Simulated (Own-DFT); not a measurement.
## Calculated data, SiC (twinned 3C silicon carbide, strained, atoms displaced)

A calculation, not a measurement: plane-wave PBE density functional theory by an unreviewed code, no spin, of a simulated periodic cell, stress positive in tension, free energy of the whole cell less one offset for each atom, forces on such cells passed a denser k mesh, this cell's mesh not checked; offsets are fitted by least squares, one for each functional and potential file, so energies compare only between cells with the same atoms and settings and are not formation energies; the far tail of each file's local potential was reset to the Coulomb form; each entry is a single point on an unrelaxed cell, so the pressure reflects the starting lattice, mostly measured values (interpolated for alloys), from which strain is counted, and rises with the displacements; printed positions are rounded, which can move forces by about a meV/angstrom; the program, named Own-DFT, is a retired in-house code; no spin-orbit coupling. Program: Own-DFT development build.

Settings shared by all entries: functional PBE; potential files PseudoDojo norm-conserving, scalar-relativistic, standard set; wave cutoff 42 hartree; occupations Fermi-Dirac; smearing width 0.1 eV; k mesh 5 x 5 x 2 centred on Gamma.

```json
{"entry": 1, "formula": "SiC", "kind": "twinned 3C silicon carbide, strained, atoms displaced", "structure": {"cell_angstrom": [[4.3431, -4.3245, 0.0317], [-0.0593, 4.2969, -4.3028], [8.5862, 8.4857, 8.6161]], "atoms_fractional": [["Si", 0.00114, 0.00906, 0.44308], ["C", 0.98326, 0.9863, 0.06608], ["Si", 0.1581, 0.3375, 0.10695], ["C", 0.16455, 0.3361, 0.22997], ["Si", 0.33703, 0.18243, 0.27174], ["C", 0.32707, 0.15972, 0.3915], ["Si", 0.0033, 0.50061, 0.43803], ["C", 0.99839, 0.49585, 0.0625], ["Si", 0.17489, 0.85173, 0.10546], ["C", 0.17713, 0.8433, 0.22542], ["Si", 0.31937, 0.65221, 0.26345], ["C", 0.32938, 0.66527, 0.39654], ["Si", 0.50049, 0.00077, 0.43701], ["C", 0.50084, 0.99489, 0.06456], ["Si", 0.68021, 0.3467, 0.10726], ["C", 0.64941, 0.32185, 0.233], ["Si", 0.82822, 0.15255, 0.26901], ["C", 0.83463, 0.16266, 0.39976], ["Si", 0.4983, 0.50673, 0.44364], ["C", 0.48911, 0.50081, 0.06181], ["Si", 0.65249, 0.8085, 0.10723], ["C", 0.67127, 0.83481, 0.22167], ["Si", 0.84007, 0.67951, 0.27024], ["C", 0.84596, 0.67101, 0.39337], ["Si", 0.9917, 0.99867, 0.93534], ["C", 0.00827, 0.00502, 0.56295], ["Si", 0.83723, 0.65516, 0.60124], ["C", 0.84456, 0.65877, 0.7345], ["Si", 0.65968, 0.834, 0.76992], ["C", 0.67265, 0.83144, 0.89589], ["Si", 0.00534, 0.50075, 0.93903], ["C", 0.99296, 0.49344, 0.56464], ["Si", 0.83891, 0.16455, 0.60726], ["C", 0.84006, 0.16646, 0.7327], ["Si", 0.65122, 0.32818, 0.76618], ["C", 0.65352, 0.3277, 0.88625], ["Si", 0.49309, 0.00325, 0.93904], ["C", 0.49989, 0.98979, 0.56189], ["Si", 0.34031, 0.67782, 0.60307], ["C", 0.33151, 0.66318, 0.72959], ["Si", 0.17797, 0.83632, 0.77382], ["C", 0.17241, 0.83005, 0.89497], ["Si", 0.50251, 0.50857, 0.94165], ["C", 0.49983, 0.50039, 0.56432], ["Si", 0.33062, 0.17526, 0.60344], ["C", 0.34096, 0.16555, 0.72651], ["Si", 0.17601, 0.33079, 0.77129], ["C", 0.17774, 0.35203, 0.89806]]}, "results": {"free_energy_of_cell_above_offsets [eV]": "-3.238", "pressure [GPa]": 15.82, "stress_xx [GPa]": -15.77, "stress_yy [GPa]": -14.79, "stress_zz [GPa]": -16.89, "stress_yz [GPa]": -2.85, "stress_xz [GPa]": 1.31, "stress_xy [GPa]": -4.54, "force_element": ["Si", "C", "Si", "C", "Si", "C", "Si", "C", "Si", "C", "Si", "C", "Si", "C", "Si", "C", "Si", "C", "Si", "C", "Si", "C", "Si", "C", "Si", "C", "Si", "C", "Si", "C", "Si", "C", "Si", "C", "Si", "C", "Si", "C", "Si", "C", "Si", "C", "Si", "C", "Si", "C", "Si", "C"], "force_x [eV/angstrom]": [-1.123, 0.39, -1.153, -1.47, -1.419, 2.217, -0.628, 0.869, -1.536, 0.189, 3.497, 0.061, -0.638, 0.475, -2.308, 2.479, 0.517, -1.192, -1.521, 0.642, -0.802, 1.417, -0.311, -0.057, 2.176, -0.177, 1.311, -1.997, 1.513, -1.275, -2.362, 0.804, -0.666, -0.894, 3.176, 3.046, 1.119, 0.826, -0.686, 0.012, -1.569, -0.078, -1.072, 0.729, 0.597, -1.902, -0.224, -1.0], "force_y [eV/angstrom]": [-2.692, -0.487, -2.124, -0.913, -0.599, 2.124, 0.289, 1.187, -1.329, 1.39, 2.761, -1.194, 0.097, 0.393, 0.009, -1.613, 2.194, -0.542, -2.971, -1.039, -0.234, 2.313, -1.062, 2.206, -0.15, 0.627, 3.019, 0.55, -1.505, 1.487, 0.352, -1.903, 0.296, -0.073, -1.531, 2.079, -1.288, 1.697, 0.293, -0.626, -0.434, 1.919, -2.306, 0.509, -1.884, 1.009, 1.167, -1.47], "force_z [eV/angstrom]": [-0.5, -1.759, 0.605, 1.326, 1.564, 0.534, -0.086, -0.923, 0.147, 1.49, -1.517, -0.605, -0.207, -1.026, 1.405, -2.608, -0.471, -1.052, -1.453, 2.807, -4.654, 3.719, 0.849, 0.927, -0.033, 1.501, -0.073, -2.547, 0.928, -0.65, -0.504, -0.613, 0.353, -0.491, -0.302, 1.853, -0.366, -2.289, 2.507, -0.609, 0.124, 0.208, -0.585, -0.31, 1.314, 0.599, 0.037, 1.434]}}
{"entry": 2, "formula": "SiC", "kind": "twinned 3C silicon carbide, strained, atoms displaced", "structure": {"cell_angstrom": [[4.5032, -4.4554, -0.0596], [-0.0535, 4.3423, -4.3097], [8.7584, 8.7821, 8.8239]], "atoms_fractional": [["Si", 0.99747, 0.00165, 0.43727], ["C", 0.01861, 0.01616, 0.05771], ["Si", 0.15974, 0.33643, 0.10635], ["C", 0.18384, 0.34238, 0.23286], ["Si", 0.3327, 0.16145, 0.27047], ["C", 0.31968, 0.17142, 0.38943], ["Si", 0.99038, 0.47991, 0.43985], ["C", 0.0038, 0.50401, 0.05497], ["Si", 0.16345, 0.8311, 0.10549], ["C", 0.16514, 0.84038, 0.23034], ["Si", 0.32145, 0.66633, 0.26627], ["C", 0.34417, 0.67512, 0.39411], ["Si", 0.49672, 0.00041, 0.43648], ["C", 0.51117, 0.00566, 0.06228], ["Si", 0.66602, 0.34079, 0.10339], ["C", 0.67441, 0.3285, 0.22853], ["Si", 0.8308, 0.17259, 0.27051], ["C", 0.83424, 0.17249, 0.40062], ["Si", 0.49717, 0.51573, 0.43435], ["C", 0.48991, 0.50202, 0.0618], ["Si", 0.67156, 0.82771, 0.10798], ["C", 0.64759, 0.83237, 0.23174], ["Si", 0.82839, 0.66619, 0.27159], ["C", 0.82828, 0.66406, 0.39332], ["Si", 0.02255, 0.02487, 0.94396], ["C", 0.01236, 0.99923, 0.55444], ["Si", 0.82671, 0.66824, 0.60291], ["C", 0.82785, 0.66567, 0.73209], ["Si", 0.66237, 0.82478, 0.76672], ["C", 0.65107, 0.82107, 0.89342], ["Si", 0.01969, 0.50149, 0.94047], ["C", 0.00687, 0.49908, 0.56504], ["Si", 0.8265, 0.15863, 0.60467], ["C", 0.83436, 0.16233, 0.72849], ["Si", 0.65814, 0.32244, 0.77008], ["C", 0.65816, 0.3282, 0.89336], ["Si", 0.51283, 0.01119, 0.93669], ["C", 0.4872, 0.9883, 0.56485], ["Si", 0.32099, 0.65769, 0.60438], ["C", 0.33846, 0.67186, 0.72476], ["Si", 0.15957, 0.82655, 0.76977], ["C", 0.16982, 0.84205, 0.90182], ["Si", 0.50215, 0.49559, 0.9365], ["C", 0.50227, 0.50175, 0.55874], ["Si", 0.31939, 0.15624, 0.60313], ["C", 0.32256, 0.1625, 0.72879], ["Si", 0.17882, 0.31079, 0.77088], ["C", 0.14999, 0.32134, 0.89854]]}, "results": {"free_energy_of_cell_above_offsets [eV]": "-3.441", "pressure [GPa]": -0.1, "stress_xx [GPa]": 4.93, "stress_yy [GPa]": -1.02, "stress_zz [GPa]": -3.61, "stress_yz [GPa]": 5.41, "stress_xz [GPa]": -1.49, "stress_xy [GPa]": -6.78, "force_element": ["Si", "C", "Si", "C", "Si", "C", "Si", "C", "Si", "C", "Si", "C", "Si", "C", "Si", "C", "Si", "C", "Si", "C", "Si", "C", "Si", "C", "Si", "C", "Si", "C", "Si", "C", "Si", "C", "Si", "C", "Si", "C", "Si", "C", "Si", "C", "Si", "C", "Si", "C", "Si", "C", "Si", "C"], "force_x [eV/angstrom]": [-0.933, 1.313, 0.711, -3.152, 0.794, 2.072, 1.886, 1.876, 0.424, -1.844, 2.191, -2.277, -0.007, -0.057, -0.359, -0.939, 1.416, -2.537, 0.568, 0.983, -0.992, 1.373, -0.223, 0.809, -4.254, 0.189, 0.467, -0.653, 0.701, 1.333, -3.241, -1.952, -0.016, 0.304, 0.615, 1.443, -1.045, 0.411, 0.842, 0.085, 0.96, -0.559, -0.367, -0.032, 1.159, 0.898, -1.838, 1.451], "force_y [eV/angstrom]": [-1.738, 2.65, -0.576, -0.201, 0.22, 0.172, 1.993, 2.969, -1.02, -0.73, 1.065, 1.082, 1.231, 0.477, -0.924, 1.536, -0.853, -1.856, -1.844, -0.514, 0.451, -1.727, 0.233, 0.246, -2.886, 2.863, -0.904, -1.771, 1.814, -0.142, 0.751, 0.649, -0.294, -0.201, -0.318, -0.317, -0.329, -0.298, -1.156, 0.523, 0.272, -1.499, 0.878, 0.706, -0.708, -3.773, 5.75, -1.953], "force_z [eV/angstrom]": [-0.772, 3.988, -0.582, 0.463, -1.387, 1.196, -3.327, 2.877, -1.861, 0.714, 0.462, -0.082, -0.332, 0.787, 0.258, -1.17, 1.105, 0.954, 1.41, 0.678, -2.101, -0.495, -0.155, 0.615, 2.156, 1.951, 0.445, -0.329, 0.283, -0.933, -2.661, 0.378, -0.352, 0.047, -0.439, -0.827, 1.964, -1.397, -0.433, 2.16, 1.123, -0.666, -0.389, 0.816, -1.302, 0.477, -2.0, -3.315]}}
{"entry": 3, "formula": "SiC", "kind": "twinned 3C silicon carbide, strained, atoms displaced", "structure": {"cell_angstrom": [[4.3301, -4.303, -0.0663], [-0.0267, 4.21, -4.3414], [8.5566, 8.6351, 8.9514]], "atoms_fractional": [["Si", 0.01468, 0.01365, 0.43706], ["C", 0.00296, 0.99685, 0.06372], ["Si", 0.16854, 0.33498, 0.10623], ["C", 0.16499, 0.32876, 0.23043], ["Si", 0.3269, 0.16214, 0.26305], ["C", 0.32718, 0.1628, 0.39602], ["Si", 0.99394, 0.49261, 0.44125], ["C", 0.00547, 0.50819, 0.05939], ["Si", 0.16746, 0.83499, 0.10576], ["C", 0.1686, 0.83967, 0.22984], ["Si", 0.33043, 0.6735, 0.27546], ["C", 0.32914, 0.66134, 0.40019], ["Si", 0.49043, 0.99077, 0.43332], ["C", 0.51499, 0.01587, 0.06731], ["Si", 0.67068, 0.3557, 0.10737], ["C", 0.67228, 0.33189, 0.22674], ["Si", 0.83959, 0.17626, 0.27071], ["C", 0.83647, 0.16672, 0.39695], ["Si", 0.49553, 0.49387, 0.44033], ["C", 0.50465, 0.50118, 0.06811], ["Si", 0.66803, 0.83392, 0.0991], ["C", 0.68156, 0.83196, 0.23075], ["Si", 0.82201, 0.66689, 0.2703], ["C", 0.84002, 0.66632, 0.39185], ["Si", 0.00498, 0.00194, 0.93961], ["C", 0.99593, 0.00737, 0.56032], ["Si", 0.82867, 0.66678, 0.59841], ["C", 0.83512, 0.66077, 0.7291], ["Si", 0.67323, 0.83717, 0.77104], ["C", 0.65734, 0.82076, 0.89277], ["Si", 0.00141, 0.49194, 0.93766], ["C", 0.98806, 0.5062, 0.56129], ["Si", 0.83255, 0.17043, 0.60455], ["C", 0.83805, 0.17254, 0.72714], ["Si", 0.68028, 0.34409, 0.76992], ["C", 0.6569, 0.33794, 0.89622], ["Si", 0.51574, 0.01362, 0.93948], ["C", 0.50729, 0.01538, 0.5575], ["Si", 0.33816, 0.66409, 0.6001], ["C", 0.3283, 0.66159, 0.73405], ["Si", 0.15484, 0.83545, 0.76612], ["C", 0.1578, 0.82412, 0.89715], ["Si", 0.50202, 0.50751, 0.93346], ["C", 0.5045, 0.50212, 0.56176], ["Si", 0.33671, 0.16399, 0.60462], ["C", 0.32429, 0.16082, 0.73065], ["Si", 0.16804, 0.32844, 0.77582], ["C", 0.1724, 0.32506, 0.89815]]}, "results": {"free_energy_of_cell_above_offsets [eV]": "-4.242", "pressure [GPa]": 9.91, "stress_xx [GPa]": -9.88, "stress_yy [GPa]": -15.77, "stress_zz [GPa]": -4.07, "stress_yz [GPa]": 8.08, "stress_xz [GPa]": -1.39, "stress_xy [GPa]": -1.04, "force_element": ["Si", "C", "Si", "C", "Si", "C", "Si", "C", "Si", "C", "Si", "C", "Si", "C", "Si", "C", "Si", "C", "Si", "C", "Si", "C", "Si", "C", "Si", "C", "Si", "C", "Si", "C", "Si", "C", "Si", "C", "Si", "C", "Si", "C", "Si", "C", "Si", "C", "Si", "C", "Si", "C", "Si", "C"], "force_x [eV/angstrom]": [-2.064, -0.358, -0.435, -0.124, 3.039, 0.198, -0.884, 0.533, 0.742, -1.347, 0.23, -0.895, 1.906, -1.616, 0.844, -0.135, 0.019, -1.279, 0.202, -2.947, 2.064, -2.934, 2.282, 0.362, -0.677, 1.099, 1.608, -1.813, -1.463, 2.199, -0.47, 2.019, -0.235, 0.494, -1.39, 1.227, -2.107, 0.147, 0.15, -0.362, 2.837, 0.671, 0.959, -0.694, -0.679, 0.914, -0.87, -0.963], "force_y [eV/angstrom]": [-0.094, 0.643, 0.232, 0.887, 1.278, -1.384, -0.285, 0.469, -1.09, -1.002, -1.846, -0.558, 0.514, -0.214, -3.266, 1.632, -0.598, -0.051, -1.617, 0.304, 1.612, 2.636, -1.843, 1.64, -0.719, -0.696, 1.956, 0.507, 0.15, 1.229, 0.951, -1.944, 0.029, 0.035, 0.776, -2.599, 0.625, -0.431, 2.662, -1.234, -0.547, -0.897, 1.149, 0.115, 1.31, -1.264, 0.001, 0.838], "force_z [eV/angstrom]": [1.588, -0.662, -0.447, -1.671, 0.245, -1.44, -1.758, 1.666, -0.653, 1.514, -0.137, 0.237, -1.016, -0.245, 1.041, 0.297, 1.48, -0.102, -1.681, -1.792, 0.587, -1.939, 1.196, 1.031, 1.097, 0.707, -0.336, -1.616, -0.138, -1.735, -1.253, 1.138, -0.9, 1.302, 1.786, -0.024, 1.127, 2.314, 0.034, -1.351, 1.731, -1.005, 2.031, 1.104, -0.232, -1.363, -1.558, -0.198]}}
{"entry": 4, "formula": "SiC", "kind": "twinned 3C silicon carbide, strained, atoms displaced", "structure": {"cell_angstrom": [[4.4356, -4.3552, 0.1379], [-0.0832, 4.4099, -4.381], [9.0043, 8.5678, 8.6765]], "atoms_fractional": [["Si", 0.99449, 0.99791, 0.44223], ["C", 0.00669, 0.00512, 0.06331], ["Si", 0.17236, 0.34771, 0.09881], ["C", 0.16688, 0.33221, 0.22466], ["Si", 0.31662, 0.17253, 0.26889], ["C", 0.32893, 0.16301, 0.3926], ["Si", 0.00845, 0.51039, 0.44202], ["C", 0.98368, 0.51347, 0.0645], ["Si", 0.15713, 0.83089, 0.10313], ["C", 0.17335, 0.83812, 0.22863], ["Si", 0.34937, 0.6774, 0.27166], ["C", 0.34326, 0.66736, 0.39226], ["Si", 0.5104, 0.00312, 0.43936], ["C", 0.51817, 0.01618, 0.06323], ["Si", 0.66732, 0.32414, 0.1064], ["C", 0.68393, 0.3352, 0.22896], ["Si", 0.81546, 0.15184, 0.27097], ["C", 0.84246, 0.17172, 0.39885], ["Si", 0.50249, 0.49931, 0.43601], ["C", 0.48805, 0.47806, 0.05672], ["Si", 0.64419, 0.82698, 0.1058], ["C", 0.65312, 0.82611, 0.22986], ["Si", 0.83002, 0.66345, 0.27681], ["C", 0.83757, 0.65749, 0.39534], ["Si", 0.01251, 0.00899, 0.93869], ["C", 0.99179, 0.99478, 0.5641], ["Si", 0.84308, 0.67597, 0.60587], ["C", 0.84002, 0.66578, 0.73019], ["Si", 0.66556, 0.82526, 0.77409], ["C", 0.66326, 0.81761, 0.8963], ["Si", 0.99497, 0.49337, 0.93598], ["C", 0.9975, 0.48327, 0.56179], ["Si", 0.8435, 0.17746, 0.60587], ["C", 0.82333, 0.15886, 0.73244], ["Si", 0.66246, 0.31227, 0.77474], ["C", 0.66315, 0.31806, 0.89905], ["Si", 0.49343, 0.99526, 0.93431], ["C", 0.49821, 0.00808, 0.55958], ["Si", 0.31237, 0.65329, 0.60808], ["C", 0.34255, 0.66399, 0.72854], ["Si", 0.16572, 0.83602, 0.77349], ["C", 0.15493, 0.84356, 0.89282], ["Si", 0.50646, 0.51284, 0.93224], ["C", 0.50202, 0.51401, 0.5633], ["Si", 0.34083, 0.16423, 0.60213], ["C", 0.31144, 0.14157, 0.72474], ["Si", 0.15559, 0.33037, 0.77446], ["C", 0.16035, 0.33454, 0.89924]]}, "results": {"free_energy_of_cell_above_offsets [eV]": "-3.203", "pressure [GPa]": 4.41, "stress_xx [GPa]": 1.24, "stress_yy [GPa]": -4.11, "stress_zz [GPa]": -10.36, "stress_yz [GPa]": -5.07, "stress_xz [GPa]": 6.47, "stress_xy [GPa]": -1.72, "force_element": ["Si", "C", "Si", "C", "Si", "C", "Si", "C", "Si", "C", "Si", "C", "Si", "C", "Si", "C", "Si", "C", "Si", "C", "Si", "C", "Si", "C", "Si", "C", "Si", "C", "Si", "C", "Si", "C", "Si", "C", "Si", "C", "Si", "C", "Si", "C", "Si", "C", "Si", "C", "Si", "C", "Si", "C"], "force_x [eV/angstrom]": [-0.531, -1.28, -0.921, -0.178, 1.33, 0.987, -1.346, 0.724, 1.857, -0.412, -4.131, 1.031, -1.861, -3.038, -0.422, -1.504, 2.236, -0.453, -0.313, 2.168, 1.072, 2.333, -0.725, 1.157, -1.044, 1.413, -1.401, -0.556, -0.503, 0.863, 0.498, 0.909, -1.984, 0.485, -1.433, -0.742, 0.824, 1.317, 1.623, -0.361, -1.256, 1.798, -0.083, 0.035, -0.837, 2.568, -0.063, 0.147], "force_y [eV/angstrom]": [-1.267, 0.73, 1.169, 1.436, -2.123, 0.577, -2.332, -3.95, 1.155, 0.501, 1.842, 1.457, -0.136, -1.151, 2.347, 2.05, -0.191, -0.385, 0.479, 0.766, -2.569, -2.466, -2.373, 1.811, 1.75, 0.019, 0.148, 0.075, -1.258, 1.553, 2.153, 2.56, -0.425, -1.225, 1.471, 0.347, 0.283, -0.431, -1.504, 1.87, -1.805, -1.838, -0.745, -0.856, 1.704, 1.597, -1.659, -1.162], "force_z [eV/angstrom]": [-1.054, 0.198, 2.117, -0.376, 0.402, 0.617, -0.498, -0.442, -0.963, 0.38, 1.989, 0.713, -0.794, 1.971, -1.023, 0.464, -1.386, -0.242, 0.722, -1.719, -0.452, -1.038, -1.675, 0.19, 1.462, -1.01, 1.649, 1.245, -0.535, -3.938, -0.343, -2.109, 3.21, -0.43, -1.921, -2.349, 1.928, 2.07, -2.252, 1.012, 0.587, 1.89, 4.958, 0.996, -0.976, -1.741, -0.269, -1.239]}}
{"entry": 5, "formula": "SiC", "kind": "twinned 3C silicon carbide, strained, atoms displaced", "structure": {"cell_angstrom": [[4.4132, -4.2819, -0.0923], [0.0414, 4.231, -4.3005], [8.8966, 8.8186, 8.8749]], "atoms_fractional": [["Si", 0.00926, 0.00017, 0.44089], ["C", 0.00929, 0.01453, 0.05799], ["Si", 0.16143, 0.32846, 0.10351], ["C", 0.16771, 0.32984, 0.23223], ["Si", 0.31882, 0.13805, 0.27014], ["C", 0.33588, 0.16674, 0.39152], ["Si", 0.009, 0.49937, 0.43838], ["C", 0.02349, 0.49842, 0.05881], ["Si", 0.18152, 0.84906, 0.10689], ["C", 0.15617, 0.83919, 0.22475], ["Si", 0.34027, 0.66961, 0.27457], ["C", 0.33821, 0.66324, 0.39489], ["Si", 0.50573, 0.01379, 0.43742], ["C", 0.50069, 0.98653, 0.06537], ["Si", 0.67908, 0.3356, 0.10691], ["C", 0.66376, 0.31959, 0.23112], ["Si", 0.81455, 0.15846, 0.26901], ["C", 0.82049, 0.15984, 0.39516], ["Si", 0.51214, 0.50648, 0.43549], ["C", 0.49295, 0.49827, 0.06312], ["Si", 0.67988, 0.84102, 0.10081], ["C", 0.65317, 0.82043, 0.23638], ["Si", 0.84298, 0.68842, 0.27175], ["C", 0.84071, 0.66531, 0.40294], ["Si", 0.00173, 0.00506, 0.93291], ["C", 0.98641, 0.99861, 0.56591], ["Si", 0.82925, 0.66179, 0.60358], ["C", 0.83854, 0.65583, 0.72841], ["Si", 0.67259, 0.82862, 0.76746], ["C", 0.67496, 0.861, 0.89737], ["Si", 0.99999, 0.50841, 0.9425], ["C", 0.98688, 0.50349, 0.55721], ["Si", 0.823, 0.16941, 0.60332], ["C", 0.84118, 0.19231, 0.73163], ["Si", 0.65849, 0.32247, 0.77307], ["C", 0.66313, 0.33294, 0.89278], ["Si", 0.49242, 0.98907, 0.93757], ["C", 0.48845, 0.00235, 0.56144], ["Si", 0.3192, 0.67905, 0.60717], ["C", 0.35833, 0.69246, 0.72583], ["Si", 0.17269, 0.84721, 0.76723], ["C", 0.15817, 0.82949, 0.89057], ["Si", 0.51707, 0.50945, 0.94196], ["C", 0.51323, 0.51136, 0.56043], ["Si", 0.31853, 0.14756, 0.60676], ["C", 0.35298, 0.16951, 0.73208], ["Si", 0.16677, 0.33001, 0.77155], ["C", 0.16277, 0.33399, 0.89782]]}, "results": {"free_energy_of_cell_above_offsets [eV]": "-2.718", "pressure [GPa]": 3.66, "stress_xx [GPa]": 2.21, "stress_yy [GPa]": -10.94, "stress_zz [GPa]": -2.26, "stress_yz [GPa]": 7.8, "stress_xz [GPa]": -2.39, "stress_xy [GPa]": 3.9, "force_element": ["Si", "C", "Si", "C", "Si", "C", "Si", "C", "Si", "C", "Si", "C", "Si", "C", "Si", "C", "Si", "C", "Si", "C", "Si", "C", "Si", "C", "Si", "C", "Si", "C", "Si", "C", "Si", "C", "Si", "C", "Si", "C", "Si", "C", "Si", "C", "Si", "C", "Si", "C", "Si", "C", "Si", "C"], "force_x [eV/angstrom]": [-1.079, -0.275, 2.736, -1.335, 2.03, 0.192, -0.977, -0.849, -2.149, 0.571, -2.372, 0.232, -0.641, -0.243, -0.861, -1.299, 3.379, 1.861, 0.019, 1.966, 0.33, -0.471, -0.229, -0.979, 0.564, 1.036, -0.506, 0.004, 1.314, -0.758, -2.033, 2.442, 0.458, -0.636, 1.905, 1.487, -0.392, 0.648, -0.195, -1.331, 0.112, 1.25, -2.32, -1.842, 0.566, -3.149, 1.024, 0.793], "force_y [eV/angstrom]": [0.634, -0.802, -0.199, 0.04, 2.162, 0.985, -0.851, 4.645, -1.317, -1.521, -0.077, 1.368, -0.598, 1.03, -0.034, 1.817, -1.238, -0.798, 0.446, -0.898, -0.097, -1.218, -0.787, -1.13, 0.7, -0.927, 1.38, 0.617, 1.236, -3.643, -2.302, -0.891, 0.909, -3.776, 0.852, 0.904, 2.473, -1.092, -3.452, 0.665, -0.632, 0.206, 0.385, 1.405, 1.8, 1.316, 0.99, -0.686], "force_z [eV/angstrom]": [-0.596, 2.126, 0.429, -0.3, -3.44, 0.6, -0.085, -0.36, 0.125, 2.479, 1.138, -0.479, 1.606, -2.329, -0.246, -2.379, 0.932, -0.501, 1.129, 0.182, 2.184, -3.044, 3.466, -2.268, 0.033, -0.31, -0.114, -0.996, -0.974, 1.834, -0.82, 1.49, -0.06, 1.414, -1.61, 1.168, -1.354, 0.066, 0.204, 2.395, 2.456, 0.353, -0.576, 1.675, -2.997, -0.795, -1.249, -1.598]}}
{"entry": 6, "formula": "SiC", "kind": "twinned 3C silicon carbide, strained, atoms displaced", "structure": {"cell_angstrom": [[4.4158, -4.2777, -0.0106], [0.032, 4.2991, -4.3481], [8.7807, 8.5258, 8.5597]], "atoms_fractional": [["Si", 0.00805, 0.99115, 0.4424], ["C", 0.00281, 0.99817, 0.06058], ["Si", 0.15196, 0.34155, 0.10474], ["C", 0.16601, 0.34059, 0.23419], ["Si", 0.33947, 0.16836, 0.27073], ["C", 0.32543, 0.16741, 0.39607], ["Si", 0.00906, 0.49625, 0.43929], ["C", 0.0022, 0.49649, 0.06554], ["Si", 0.153, 0.83651, 0.10439], ["C", 0.15758, 0.82773, 0.22783], ["Si", 0.33467, 0.66901, 0.27087], ["C", 0.32357, 0.68719, 0.39583], ["Si", 0.48866, 0.00509, 0.43723], ["C", 0.49299, 0.98807, 0.06826], ["Si", 0.67301, 0.34072, 0.10265], ["C", 0.68006, 0.34599, 0.23267], ["Si", 0.82977, 0.16967, 0.27344], ["C", 0.83367, 0.16278, 0.39838], ["Si", 0.49298, 0.49335, 0.43742], ["C", 0.49305, 0.47744, 0.06477], ["Si", 0.67219, 0.8412, 0.10351], ["C", 0.6573, 0.83431, 0.2311], ["Si", 0.82777, 0.65216, 0.26088], ["C", 0.82546, 0.64917, 0.39889], ["Si", 0.00207, 0.99269, 0.93877], ["C", 0.00863, 0.00298, 0.5671], ["Si", 0.84549, 0.68073, 0.60165], ["C", 0.84286, 0.68419, 0.73716], ["Si", 0.66474, 0.82637, 0.77556], ["C", 0.66981, 0.82648, 0.89315], ["Si", 0.99565, 0.50454, 0.9404], ["C", 0.00733, 0.51894, 0.55684], ["Si", 0.82356, 0.17829, 0.60893], ["C", 0.83608, 0.14746, 0.73606], ["Si", 0.67635, 0.3326, 0.77291], ["C", 0.66268, 0.31843, 0.89044], ["Si", 0.48074, 0.98741, 0.93396], ["C", 0.4981, 0.99279, 0.56512], ["Si", 0.32687, 0.65687, 0.60395], ["C", 0.34498, 0.68216, 0.72688], ["Si", 0.1603, 0.82391, 0.7685], ["C", 0.15439, 0.82374, 0.89386], ["Si", 0.50133, 0.50142, 0.93336], ["C", 0.48525, 0.50296, 0.56232], ["Si", 0.3329, 0.15879, 0.60326], ["C", 0.34713, 0.16599, 0.73224], ["Si", 0.17382, 0.32602, 0.76874], ["C", 0.1639, 0.34091, 0.89498]]}, "results": {"free_energy_of_cell_above_offsets [eV]": "-3.249", "pressure [GPa]": 8.15, "stress_xx [GPa]": -1.78, "stress_yy [GPa]": -14.2, "stress_zz [GPa]": -8.46, "stress_yz [GPa]": -1.36, "stress_xz [GPa]": -3.99, "stress_xy [GPa]": 0.36, "force_element": ["Si", "C", "Si", "C", "Si", "C", "Si", "C", "Si", "C", "Si", "C", "Si", "C", "Si", "C", "Si", "C", "Si", "C", "Si", "C", "Si", "C", "Si", "C", "Si", "C", "Si", "C", "Si", "C", "Si", "C", "Si", "C", "Si", "C", "Si", "C", "Si", "C", "Si", "C", "Si", "C", "Si", "C"], "force_x [eV/angstrom]": [-2.812, -0.394, 3.144, -0.918, -1.138, 0.264, -3.046, -1.924, 2.065, 0.926, -0.592, 0.711, 2.209, -1.153, -0.5, -3.692, 1.07, 0.175, 0.303, -0.643, -0.82, 0.749, 3.611, -0.178, -1.313, -0.693, -1.004, -2.621, -1.609, 1.234, -1.255, 1.609, 0.39, -0.44, -1.008, 2.02, 2.041, -0.105, 0.282, -0.49, 1.692, 0.955, -0.052, 1.712, 1.144, -0.73, 0.242, 0.587], "force_y [eV/angstrom]": [0.63, 2.093, -2.984, -1.399, 0.546, -0.367, -0.155, 1.799, -1.696, 0.111, 1.077, -2.576, -0.89, -0.098, -0.272, -2.144, -0.761, 0.079, 0.788, 1.513, -0.359, -1.44, 4.981, -0.227, 0.9, 1.142, 1.66, -3.409, -0.393, 2.41, -1.539, 1.172, -2.011, 0.531, -1.0, 2.674, -0.199, -0.191, 1.507, -0.56, 0.351, -0.192, 0.143, -2.744, 1.32, -0.415, 1.291, -0.699], "force_z [eV/angstrom]": [-0.147, -0.373, 2.279, 0.011, 0.012, -0.44, -0.999, -2.398, 0.676, -0.884, 0.135, 1.125, 0.156, -2.283, 2.545, 1.931, 0.853, 0.492, -1.532, -2.797, 1.948, -0.895, -0.839, -1.451, -2.134, -1.268, 1.8, 0.848, -1.333, 1.036, 0.717, 3.673, 0.346, -3.231, -1.18, 1.182, 0.409, -1.017, -1.251, 2.455, -0.976, 0.002, 1.9, 1.202, -0.395, -0.373, -0.523, 0.986]}}
```
